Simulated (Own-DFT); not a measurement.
## Calculated data, AlN (wurtzite, atoms displaced)

Computed with Own-DFT development build. A calculation, not a measurement: plane-wave PBE density functional theory by an unreviewed code, no spin, of a simulated periodic cell, stress positive in tension, free energy of the whole cell less one offset for each atom, forces on such cells passed a denser k mesh, this cell's mesh not checked; offsets are fitted by least squares, one for each functional and potential file, so energies compare only between cells with the same atoms and settings and are not formation energies; the far tail of each file's local potential was reset to the Coulomb form; each entry is a single point on an unrelaxed cell, so the pressure reflects the starting lattice, mostly measured values (interpolated for alloys), from which strain is counted, and rises with the displacements; printed positions are rounded, which can move forces by about a meV/angstrom; the program, named Own-DFT, is a retired in-house code; no spin-orbit coupling.

Common to all runs: functional PBE; potential files PseudoDojo norm-conserving, scalar-relativistic, standard set; wave cutoff 42 hartree; occupations Fermi-Dirac; smearing width 0.1 eV; hardware one NVIDIA H100; k mesh 2 x 2 x 2 centred on Gamma.

(1) AlN (wurtzite, atoms displaced)

```
cell vectors (Å)
  12.4480     0.0000     0.0000
  -6.2240    10.7803     0.0000
   0.0000     0.0000     9.9640
atoms (fractions of the cell vectors)
Al  0.08319  0.16768  0.99789
Al  0.16540  0.08216  0.24924
N   0.08605  0.16509  0.19182
N   0.16612  0.08386  0.44137
Al  0.08273  0.16654  0.49754
Al  0.16477  0.08441  0.74711
N   0.08272  0.16533  0.68789
N   0.16759  0.08532  0.93885
Al  0.08237  0.41721  0.00202
Al  0.16449  0.33340  0.24912
N   0.08226  0.41777  0.19015
N   0.16565  0.33576  0.44063
Al  0.08469  0.41475  0.49954
Al  0.16672  0.33331  0.75179
N   0.08626  0.41812  0.69587
N   0.16489  0.33508  0.94180
Al  0.08299  0.66325  0.99995
Al  0.16787  0.58014  0.24889
N   0.08300  0.66506  0.19095
N   0.16587  0.58111  0.44020
Al  0.08480  0.66645  0.50181
Al  0.16511  0.58349  0.75235
N   0.08233  0.66566  0.69377
N   0.16616  0.58053  0.94091
Al  0.08011  0.91402  0.99864
Al  0.16675  0.83452  0.24627
N   0.08567  0.91881  0.18970
N   0.16503  0.83092  0.44308
Al  0.08382  0.91658  0.50191
Al  0.16779  0.83750  0.75021
N   0.08422  0.91315  0.68869
N   0.16850  0.83310  0.93788
Al  0.33573  0.16912  0.00214
Al  0.41287  0.08259  0.25005
N   0.33548  0.16743  0.19078
N   0.41940  0.08225  0.43725
Al  0.33580  0.17133  0.50504
Al  0.41736  0.08262  0.74907
N   0.33263  0.16800  0.69176
N   0.41634  0.08333  0.94082
Al  0.33354  0.41556  0.99996
Al  0.41909  0.33787  0.24953
N   0.33219  0.41810  0.18863
N   0.41523  0.33274  0.44189
Al  0.33459  0.41957  0.49752
Al  0.41487  0.33255  0.75128
N   0.33102  0.41461  0.69112
N   0.41432  0.33259  0.93982
Al  0.33493  0.66772  0.99943
Al  0.41597  0.58445  0.24628
N   0.33294  0.66687  0.18934
N   0.41462  0.58073  0.44147
Al  0.33658  0.66860  0.50200
Al  0.41795  0.58510  0.75021
N   0.33562  0.66801  0.69380
N   0.41483  0.58352  0.94104
Al  0.33409  0.91779  0.99890
Al  0.41871  0.83705  0.24945
N   0.33349  0.91736  0.19349
N   0.41510  0.83093  0.44001
Al  0.33570  0.91933  0.50013
Al  0.41734  0.83414  0.75081
N   0.33018  0.91703  0.69145
N   0.41667  0.83164  0.93926
Al  0.58207  0.16653  0.99989
Al  0.66723  0.08559  0.25026
N   0.58086  0.16682  0.19401
N   0.66830  0.08788  0.44127
Al  0.58365  0.16366  0.49912
Al  0.66542  0.08212  0.74665
N   0.58224  0.16920  0.69034
N   0.66815  0.08716  0.94199
Al  0.58439  0.41557  0.00148
Al  0.66600  0.33059  0.25098
N   0.58330  0.41655  0.19358
N   0.66494  0.32973  0.44275
Al  0.58485  0.41801  0.49957
Al  0.66890  0.33668  0.75379
N   0.58499  0.41928  0.69213
N   0.66591  0.33156  0.93981
Al  0.58249  0.66558  0.99909
Al  0.66978  0.58970  0.25289
N   0.58135  0.66406  0.19309
N   0.66764  0.58438  0.44067
Al  0.58542  0.66675  0.50090
Al  0.66683  0.58430  0.75216
N   0.58179  0.66276  0.68724
N   0.66995  0.58178  0.94263
Al  0.58389  0.91600  0.99865
Al  0.66804  0.83332  0.25073
N   0.58175  0.91741  0.19190
N   0.66459  0.83038  0.44039
Al  0.58483  0.91576  0.49969
Al  0.66579  0.83221  0.75144
N   0.58445  0.91863  0.69001
N   0.66730  0.83297  0.94202
Al  0.83467  0.16864  0.99742
Al  0.91749  0.08389  0.25008
N   0.83334  0.16620  0.18937
N   0.91903  0.08462  0.44314
Al  0.83531  0.17107  0.50287
Al  0.92002  0.08822  0.75223
N   0.83443  0.16558  0.69450
N   0.91824  0.08439  0.93934
Al  0.83326  0.41892  0.00035
Al  0.91769  0.33298  0.25095
N   0.83260  0.41676  0.19134
N   0.91633  0.33538  0.44046
Al  0.83255  0.41665  0.49993
Al  0.91598  0.33273  0.74727
N   0.83148  0.41685  0.69067
N   0.91742  0.33563  0.93883
Al  0.83595  0.66823  0.00494
Al  0.91748  0.58192  0.25420
N   0.83094  0.66487  0.19182
N   0.91459  0.58329  0.44199
Al  0.83341  0.66522  0.50234
Al  0.91507  0.58109  0.75104
N   0.83328  0.66844  0.69032
N   0.91477  0.57960  0.94335
Al  0.83615  0.91762  0.99951
Al  0.91855  0.83523  0.24863
N   0.83281  0.91805  0.18657
N   0.91789  0.83454  0.44236
Al  0.83220  0.91606  0.49767
Al  0.91648  0.83102  0.75425
N   0.83389  0.91696  0.68891
N   0.92051  0.83655  0.94213
```

- free energy of cell above offsets: -62.330 eV
- pressure: 3.77 GPa
- stress xx: -3.71 GPa
- stress yy: -3.66 GPa
- stress zz: -3.94 GPa
- stress yz: 0.25 GPa
- stress xz: 0.17 GPa
- stress xy: 0.19 GPa
- wall time: 364.5 s

Force:
```tsv
element	x (eV/Å)	y (eV/Å)	z (eV/Å)
Al	0.49	0.061	0.379
Al	0.846	0.522	0.397
N	-1.085	0.443	-0.361
N	0.514	-0.011	0.004
Al	0.424	0.337	0.215
Al	0.588	-0.542	0.305
N	-0.222	0.649	0.257
N	-0.006	-0.412	0.172
Al	-0.043	-0.155	-0.577
Al	0.492	-0.074	-0.004
N	0.249	-0.649	0.134
N	0.754	-0.723	-0.386
Al	-0.752	0.804	0.707
Al	0.052	-0.079	-0.153
N	-0.62	-0.452	-1.027
N	0.507	-0.354	0.152
Al	-0.037	0.431	-0.085
Al	-0.543	0.958	0.409
N	0.006	0.164	-0.015
N	0.27	0.3	0.236
Al	-0.17	-0.24	-0.055
Al	0.506	0.112	-0.208
N	-0.08	0.252	-0.154
N	0.049	0.647	0.311
Al	1.499	1.281	0.044
Al	0.264	-0.633	0.897
N	-0.39	-0.559	-0.235
N	0.244	0.577	-0.6
Al	0.068	-0.005	-0.464
Al	0.299	-1.222	-0.085
N	-1.135	0.884	0.686
N	-0.508	-0.232	0.843
Al	-0.42	-0.634	-0.371
Al	0.66	0.271	0.04
N	-0.793	0.321	0.11
N	-0.903	0.353	0.906
Al	0.121	-1.052	-0.966
Al	-0.522	0.404	0.189
N	0.35	-0.358	0.17
N	0.052	0.076	-0.08
Al	-0.598	0.204	-0.221
Al	-0.224	-0.773	0.229
N	0.101	-0.234	0.363
N	0.233	0.698	-0.254
Al	-0.155	-0.889	0.66
Al	0.292	0.455	-0.374
N	0.209	0.562	-0.062
N	0.69	0.394	0.375
Al	-0.553	-0.376	0.026
Al	-0.101	-0.198	0.713
N	0.11	0.41	0.047
N	0.406	1.097	-0.459
Al	-0.584	-0.748	-0.129
Al	-0.186	-0.847	-0.094
N	-0.435	0.018	-0.314
N	0.807	-0.087	-0.059
Al	0.038	-0.225	0.27
Al	-0.326	-0.867	0.195
N	-0.095	-0.11	-0.815
N	0.384	0.795	0.27
Al	-0.422	-0.7	-0.186
Al	-0.379	0.045	-0.345
N	1.16	0.13	-0.188
N	-0.033	0.647	0.311
Al	0.145	-0.033	0.373
Al	-0.102	-0.151	-0.18
N	0.342	-0.328	-0.712
N	1.052	-1.125	0.064
Al	-0.846	0.749	0.311
Al	-0.196	0.824	0.718
N	0.628	-0.345	0.09
N	0.094	-0.918	-0.443
Al	-0.334	-0.013	0.111
Al	-0.326	0.54	0.244
N	0.277	0.569	-0.239
N	-0.001	0.637	-0.208
Al	-0.079	-0.424	0.16
Al	-0.528	-0.584	-0.83
N	-0.207	-0.353	-0.028
N	-0.042	0.357	0.62
Al	0.291	-0.245	0.337
Al	-0.061	-1.494	-0.287
N	0.066	0.858	-0.565
N	0.125	-0.005	0.234
Al	-0.562	-0.604	-0.462
Al	0.296	-0.226	-0.149
N	-0.083	0.905	0.962
N	-0.698	0.552	-0.017
Al	-0.23	0.579	0.32
Al	-0.65	-0.068	-0.438
N	0.825	0.113	-0.203
N	0.255	0.577	-0.085
Al	-0.569	0.355	-0.314
Al	0.413	0.149	-0.498
N	0.028	-0.635	0.05
N	0.168	-0.097	-0.162
Al	-0.115	0.081	0.159
Al	0.021	0.128	0.057
N	0.178	0.207	0.146
N	-1.005	-0.18	-0.624
Al	0.233	-0.677	-0.266
Al	0.183	-1.263	-0.641
N	-0.579	0.406	-0.625
N	-0.232	-0.105	0.405
Al	0.227	-1.083	0.295
Al	-0.599	0.036	-0.317
N	0.246	-0.228	0.136
N	0.459	-0.148	0.334
Al	-0.345	-0.01	0.012
Al	0.15	0.532	0.53
N	0.551	-0.126	-0.074
N	-0.172	-0.191	0.226
Al	-0.048	-0.423	-0.574
Al	-0.273	0.167	-0.517
N	0.792	0.876	0.255
N	0.596	-0.103	0.241
Al	-0.223	0.679	-0.294
Al	-0.017	0.535	0.001
N	0.232	-0.543	0.604
N	-0.137	1.23	-0.42
Al	-0.56	0.22	-0.367
Al	-0.064	-0.266	0.472
N	0.395	-0.216	0.809
N	-0.226	-0.318	-0.616
Al	0.392	0.17	0.584
Al	-0.128	0.726	-1.127
N	-0.097	-0.015	0.689
N	-0.737	-1.076	0.037
```

(2) AlN (wurtzite, atoms displaced)

```
cell vectors (Å)
  12.4480     0.0000     0.0000
  -6.2240    10.7803     0.0000
   0.0000     0.0000     9.9640
atoms (fractions of the cell vectors)
Al  0.08223  0.16704  0.99715
Al  0.16747  0.08202  0.25091
N   0.08388  0.16889  0.19128
N   0.16669  0.08280  0.44016
Al  0.08063  0.16590  0.50089
Al  0.16562  0.08288  0.74977
N   0.08461  0.16696  0.69055
N   0.16505  0.08392  0.94353
Al  0.08126  0.41488  0.99927
Al  0.16790  0.33447  0.25092
N   0.08373  0.41987  0.19285
N   0.16598  0.33284  0.44090
Al  0.08224  0.41414  0.50014
Al  0.16858  0.33496  0.75044
N   0.08497  0.41934  0.69439
N   0.16654  0.33259  0.94041
Al  0.08319  0.66493  0.00104
Al  0.16597  0.58339  0.25195
N   0.08427  0.66766  0.19327
N   0.16492  0.58608  0.44026
Al  0.08499  0.66776  0.50198
Al  0.16726  0.58339  0.74931
N   0.08603  0.66958  0.69188
N   0.16655  0.58491  0.94649
Al  0.08215  0.91443  0.99632
Al  0.16737  0.83117  0.25048
N   0.08607  0.91620  0.19288
N   0.16754  0.83310  0.43862
Al  0.08124  0.91101  0.49730
Al  0.16694  0.83235  0.75042
N   0.08031  0.91348  0.69221
N   0.16764  0.83535  0.93618
Al  0.33048  0.16364  0.00203
Al  0.41371  0.08060  0.24879
N   0.33470  0.16782  0.19208
N   0.41502  0.08301  0.44156
Al  0.33202  0.16861  0.50271
Al  0.41905  0.08418  0.74794
N   0.33475  0.16830  0.69149
N   0.41677  0.08496  0.93873
Al  0.33310  0.41524  0.99755
Al  0.41573  0.32995  0.24543
N   0.33400  0.41658  0.19092
N   0.41530  0.33221  0.43987
Al  0.33743  0.41868  0.50195
Al  0.41725  0.33122  0.75078
N   0.33340  0.41446  0.69220
N   0.41817  0.33566  0.93862
Al  0.33260  0.66648  0.00467
Al  0.41872  0.58467  0.24754
N   0.33622  0.66633  0.19101
N   0.41381  0.58046  0.43824
Al  0.33543  0.66699  0.50044
Al  0.41963  0.58644  0.75121
N   0.33382  0.67261  0.69498
N   0.41888  0.58518  0.94021
Al  0.32960  0.91651  0.99984
Al  0.41640  0.83295  0.24946
N   0.33415  0.91561  0.19048
N   0.41771  0.83256  0.43936
Al  0.33381  0.91441  0.50217
Al  0.41665  0.83265  0.75171
N   0.33264  0.91678  0.68758
N   0.41830  0.83492  0.94116
Al  0.58240  0.16738  0.00444
Al  0.66852  0.08217  0.25305
N   0.58513  0.16865  0.19149
N   0.66325  0.08183  0.43864
Al  0.58601  0.16895  0.50151
Al  0.66757  0.08275  0.75062
N   0.58362  0.16613  0.68906
N   0.66655  0.08431  0.94181
Al  0.58258  0.41837  0.99921
Al  0.66503  0.33328  0.24987
N   0.58473  0.41833  0.19273
N   0.66756  0.33372  0.44135
Al  0.58042  0.41480  0.50166
Al  0.66925  0.33593  0.74732
N   0.58336  0.41602  0.68939
N   0.66768  0.33439  0.94013
Al  0.58243  0.66682  0.99906
Al  0.66616  0.58198  0.24779
N   0.57928  0.66525  0.19501
N   0.66900  0.58478  0.44204
Al  0.58103  0.66551  0.49798
Al  0.66672  0.58447  0.75163
N   0.58549  0.66271  0.69184
N   0.66813  0.58394  0.93728
Al  0.58219  0.91640  0.99950
Al  0.66868  0.83459  0.25113
N   0.58360  0.91764  0.19349
N   0.66366  0.83087  0.44150
Al  0.58512  0.91731  0.50133
Al  0.66779  0.83541  0.75365
N   0.58425  0.91398  0.68943
N   0.66726  0.83379  0.93951
Al  0.83465  0.16621  0.99947
Al  0.91839  0.08224  0.25069
N   0.83043  0.16702  0.19260
N   0.91806  0.08478  0.43981
Al  0.83647  0.16781  0.50368
Al  0.91586  0.08179  0.74676
N   0.83138  0.16725  0.69300
N   0.91578  0.08649  0.93890
Al  0.83445  0.41739  0.00102
Al  0.91408  0.33465  0.24985
N   0.83346  0.41844  0.19094
N   0.91557  0.33152  0.44281
Al  0.83632  0.41700  0.49660
Al  0.91620  0.33284  0.74712
N   0.83114  0.41616  0.69384
N   0.91647  0.33451  0.93996
Al  0.82992  0.66668  0.99663
Al  0.91649  0.58291  0.25018
N   0.83231  0.66737  0.18899
N   0.91704  0.58107  0.43801
Al  0.83049  0.66523  0.50425
Al  0.91953  0.58628  0.75471
N   0.83504  0.66618  0.68841
N   0.91551  0.58072  0.94186
Al  0.83544  0.91815  0.99640
Al  0.91490  0.83397  0.24693
N   0.83781  0.92101  0.18950
N   0.91588  0.83198  0.44422
Al  0.82939  0.91387  0.49755
Al  0.91974  0.83423  0.74934
N   0.83075  0.91298  0.68963
N   0.91686  0.83297  0.94357
```

* free energy of cell above offsets: -62.168 eV
* pressure: 3.82 GPa
* stress xx: -3.84 GPa
* stress yy: -3.77 GPa
* stress zz: -3.85 GPa
* stress yz: -0.24 GPa
* stress xz: 0.05 GPa
* stress xy: -0.14 GPa
* wall time: 484.5 s

Force:
```tsv
element	x (eV/Å)	y (eV/Å)	z (eV/Å)
Al	-0.014	0.073	0.713
Al	-0.415	0.305	-0.063
N	0.3	-0.402	-0.31
N	-0.379	-0.247	0.468
Al	1.052	0.12	-0.362
Al	0.477	-0.092	-0.009
N	-0.536	-0.022	0.167
N	0.138	-0.39	-0.559
Al	0.16	0.409	0.374
Al	-0.247	0.098	-0.113
N	0.042	-0.778	-0.24
N	0.281	0.155	0.392
Al	0.069	0.838	-0.066
Al	-0.119	-0.255	-0.1
N	0.039	-0.599	-0.647
N	-0.147	0.272	-0.036
Al	-0.465	0.518	0.216
Al	0.316	0.296	-0.238
N	-0.11	-0.265	-0.622
N	1.074	-0.709	0.6
Al	-0.63	-0.082	-0.357
Al	-0.173	0.517	0.734
N	-0.161	-0.713	0.045
N	0.448	-0.457	-0.917
Al	0.198	0.481	0.911
Al	-0.171	0.382	0.026
N	-0.495	-0.155	-0.634
N	0.152	-0.211	0.518
Al	-0.04	1.053	0.281
Al	0.051	0.59	-0.524
N	0.788	0.765	-0.345
N	-0.185	-0.73	0.85
Al	0.261	0.754	-0.463
Al	0.714	0.535	0.711
N	-0.148	-0.797	-0.56
N	0.207	0.057	0.015
Al	0.447	-0.636	-0.512
Al	-0.322	-0.127	-0.014
N	-0.288	-0.634	0.196
N	-0.077	-0.376	0.412
Al	-0.132	0.425	0.378
Al	-0.165	1.044	0.872
N	0.046	-0.014	-0.408
N	0.118	0.254	-0.178
Al	-0.699	-0.797	-0.283
Al	0.008	0.52	-0.151
N	-0.049	0.819	0
N	-0.076	-0.728	0.642
Al	0.232	0.195	-0.746
Al	-0.686	-0.926	0.445
N	-0.799	0.093	0.36
N	0.229	0.577	0.501
Al	-0.672	-0.018	-0.041
Al	-0.232	-0.467	-0.234
N	0.822	-1.539	-0.811
N	-0.511	-0.337	0.242
Al	0.986	0.312	-0.17
Al	0.375	0.018	0.151
N	-0.387	-0.086	-0.279
N	0.004	-0.016	0.326
Al	-0.162	0.582	-0.824
Al	-0.186	1.058	-0.006
N	0.325	-0.039	0.957
N	-0.57	-0.325	0.216
Al	0.284	0.194	-0.759
Al	-0.881	0.28	-0.545
N	-0.328	-0.628	0.311
N	1.059	0.341	1.042
Al	-0.647	-0.533	-0.61
Al	-0.73	-0.104	0.193
N	0.34	0.193	0.413
N	0.095	-0.23	-0.129
Al	0.708	-0.387	0.034
Al	0.387	0.072	0.232
N	-0.368	-0.42	-0.692
N	-0.067	0.193	-0.08
Al	0.525	0.383	-0.525
Al	-0.501	-0.706	0.584
N	-0.152	0.204	0.432
N	-0.322	-0.002	0.189
Al	0.31	0.089	0.38
Al	-0.07	0.51	0.793
N	1.46	0.794	-1.024
N	-0.767	-0.56	-0.377
Al	0.496	-0.334	0.325
Al	0.857	-0.69	-0.817
N	-1.254	1.162	-0.377
N	-0.746	0.029	0.766
Al	0.206	0.476	0.487
Al	-0.381	-0.109	-0.313
N	0.356	-0.364	-0.541
N	0.301	0.347	-0.264
Al	-0.578	-0.097	-0.44
Al	0.174	-0.954	-0.846
N	-0.396	0.471	0.468
N	0.087	0.028	0.73
Al	-1.051	0.497	0.399
Al	-0.564	1.162	-0.198
N	1.131	0.062	-0.294
N	-0.48	-0.745	0.463
Al	-0.974	-0.566	-0.729
Al	-0.028	0.131	0.206
N	0.857	-0.273	-0.418
N	0.767	-0.785	-0.27
Al	-0.378	-0.524	-0.191
Al	0.664	-0.275	0.038
N	-0.166	-0.228	0.047
N	0.328	0.124	-0.172
Al	-0.871	0.057	0.838
Al	-0.303	0.509	0.698
N	1.087	0.737	-0.856
N	0.25	-0.375	0.006
Al	1.022	-0.211	0.662
Al	-0.202	0.476	-0.14
N	0.055	-0.057	-0.164
N	-0.228	0.705	0.679
Al	0.844	-0.103	-1.016
Al	-0.099	-0.7	-0.827
N	-0.186	0.14	1.334
N	-0.113	1.02	0.229
Al	-0.386	0.196	0.359
Al	0.955	-0.236	0.627
N	-0.646	-0.836	-0.159
N	-0.41	-0.055	-0.856
Al	0.589	0.267	0.353
Al	-0.896	-0.643	-0.001
N	0.269	0.671	0.19
N	-0.207	0.067	-0.775
```
